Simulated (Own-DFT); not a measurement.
# How strain changes the stress of 4H SiC, 72 atoms (C36Si36)

Calculated results; nothing here was measured. They come from Own-DFT, an in-house plane-wave density functional program, since retired, whose code no person has reviewed. Each row is one single-point run on a periodic cell that was not relaxed, without spin or spin-orbit coupling.

Settings of every run: PBE; PseudoDojo norm-conserving scalar-relativistic files; cutoff 42 hartree; 4 x 4 x 3 k mesh centred on Gamma; Fermi-Dirac smearing of 0.1 eV.

Known limits: forces on such cells passed a denser k mesh, each cell not checked; stress not checked against mesh or cutoff.

Unstrained cell vectors in Å: (9.248, 0.000, 0.000); (-4.624, 8.009, 0.000); (0.000, 0.000, 10.068). The unstrained cell has measured lattice constants (interpolated for alloys), not those of this functional. That, the random moves and any unrelaxed bonds set the pressure at no strain. Each run strains this cell uniformly, with the atoms carried along. Every atom was also moved at random, by a Gaussian of width 0.05 Å on each axis. Strain is the symmetric tensor, in per cent. Stress is positive in tension, and the pressure is minus a third of its trace.

| run | e_xx (%) | e_yy (%) | e_zz (%) | e_yz (%) | e_xz (%) | e_xy (%) | s_xx (GPa) | s_yy (GPa) | s_zz (GPa) | s_yz (GPa) | s_xz (GPa) | s_xy (GPa) | P (GPa) | E (meV/atom) |
|---|---|---|---|---|---|---|---|---|---|---|---|---|---|---|
| 1 | 0.73 | -1.08 | 0.42 | 1.83 | -1.67 | 1.56 | -2.73 | -9.91 | -3.72 | 5.92 | -5.92 | 7.45 | 5.45 | 33.2 |
| 2 | -1.35 | -1.91 | 0.66 | 0.21 | -1.25 | -1.49 | -14.08 | -17.94 | -3.86 | 0.62 | -3.66 | -8.21 | 11.96 | 53.5 |
| 3 | -1.07 | -1.41 | 0.70 | -1.63 | -0.68 | -0.36 | -12.93 | -14.30 | -2.42 | -6.21 | -1.54 | -0.53 | 9.88 | 35.2 |
| 4 | -0.33 | 1.33 | 1.52 | 1.83 | -1.22 | 1.76 | -5.46 | 2.37 | 2.05 | 5.74 | -3.41 | 7.97 | 0.35 | 33.2 |
| 5 | -1.38 | -1.28 | -0.33 | 0.33 | -0.98 | -1.02 | -14.04 | -13.53 | -9.48 | 0.92 | -3.27 | -4.75 | 12.35 | 24.3 |
| 6 | -0.23 | 1.96 | -0.92 | 0.54 | -1.71 | 0.59 | -5.06 | 6.00 | -13.17 | 1.40 | -6.55 | 1.39 | 4.08 | 38.6 |
| 7 | 0.25 | -0.85 | -0.56 | 0.41 | 1.27 | -0.34 | -4.63 | -10.81 | -9.56 | 1.14 | 3.26 | -0.29 | 8.33 | 28.5 |
| 8 | -0.78 | 0.44 | 1.67 | -0.63 | -1.19 | -1.66 | -7.86 | -4.68 | 3.12 | -2.43 | -4.18 | -8.75 | 3.14 | 33.3 |
| 9 | -1.20 | -1.27 | 0.59 | 1.09 | 1.84 | -0.98 | -14.48 | -13.43 | -3.64 | 3.59 | 8.11 | -4.38 | 10.52 | 50.6 |
| 10 | 1.25 | -0.93 | -0.28 | -1.27 | -1.86 | -0.99 | 0.65 | -7.85 | -9.38 | -4.32 | -5.77 | -4.54 | 5.53 | 26.8 |
| 11 | 1.79 | -0.05 | -1.86 | 0.53 | -0.51 | -0.90 | 3.59 | -3.99 | -16.53 | 2.05 | -2.38 | -3.30 | 5.64 | 24.1 |
| 12 | 0.02 | 0.77 | 0.54 | 0.77 | -0.44 | -0.33 | -2.72 | -0.46 | -2.82 | 2.02 | -1.29 | -1.42 | 2.00 | 0.0 |
| 13 | -1.22 | 0.47 | 1.31 | 0.40 | -1.43 | 0.43 | -10.56 | -3.02 | 2.53 | 1.30 | -3.55 | 2.95 | 3.69 | 2.6 |
| 14 | -1.93 | 1.10 | -0.77 | -1.01 | 0.82 | 1.04 | -15.15 | -1.58 | -11.13 | -3.41 | 3.34 | 5.37 | 9.29 | 31.8 |
| 15 | 0.36 | 1.67 | 1.46 | -0.41 | -1.29 | 0.67 | 0.23 | 4.02 | 0.96 | -1.60 | -4.31 | 3.64 | -1.74 | 26.0 |
| 16 | -1.72 | 0.99 | 0.26 | -0.27 | -0.77 | 1.59 | -14.27 | -1.70 | -5.60 | -0.89 | -2.97 | 7.69 | 7.19 | 43.0 |
| 17 | 0.26 | -1.09 | 0.25 | 1.32 | -1.50 | 0.66 | ? | ? | ? | ? | ? | ? | ? | ? |

E is the free energy for each atom above the lowest run shown.

## Worked fit

Each stress component was fitted by least squares to a constant and the strains of the runs shown, as fractions, with shears doubled. Shear strains stay in the fit of a normal stress only where such slopes are resolved. The slopes, in GPa:

| stress | at no strain | per e_xx | per e_yy | per e_zz | scatter |
|---|---|---|---|---|---|
| s_xx | -5.2 | 569 ± 18 | 119 ± 15 | 59 ± 20 | 0.73 |
| s_yy | -5.2 | 119 ± 19 | 560 ± 15 | 6 ± 20 | 0.74 |
| s_zz | -6.7 | 12 ± 22 | 2 ± 18 | 590 ± 24 | 0.87 |

Each shear stress against twice its own strain: yz 169 ± 4, xz 176 ± 10, xy 256 ± 10 GPa. These are stiffnesses along x, y and z of the frame in which the cell vectors are given, which need not be the crystal's axes. The atoms are held to the strained lattice; where symmetry lets them move under strain, relaxing them would lower some slopes. The table should be nearly symmetric about its diagonal, and what it lacks of that shows the noise. A ninth of its sum, 226 ± 6 GPa, estimates the bulk modulus near the mean pressure of these runs, 6.1 GPa, so it lies above the value at zero pressure.

## Withheld run

Question: what normal stresses and pressure should run 17 give?

The fit gives s_xx = -4.9, s_yy = -10.9, s_zz = -5.2 and P = 7.0 GPa. The calculation gave -3.76, -12.33, -5.53 and P = 7.21 GPa.
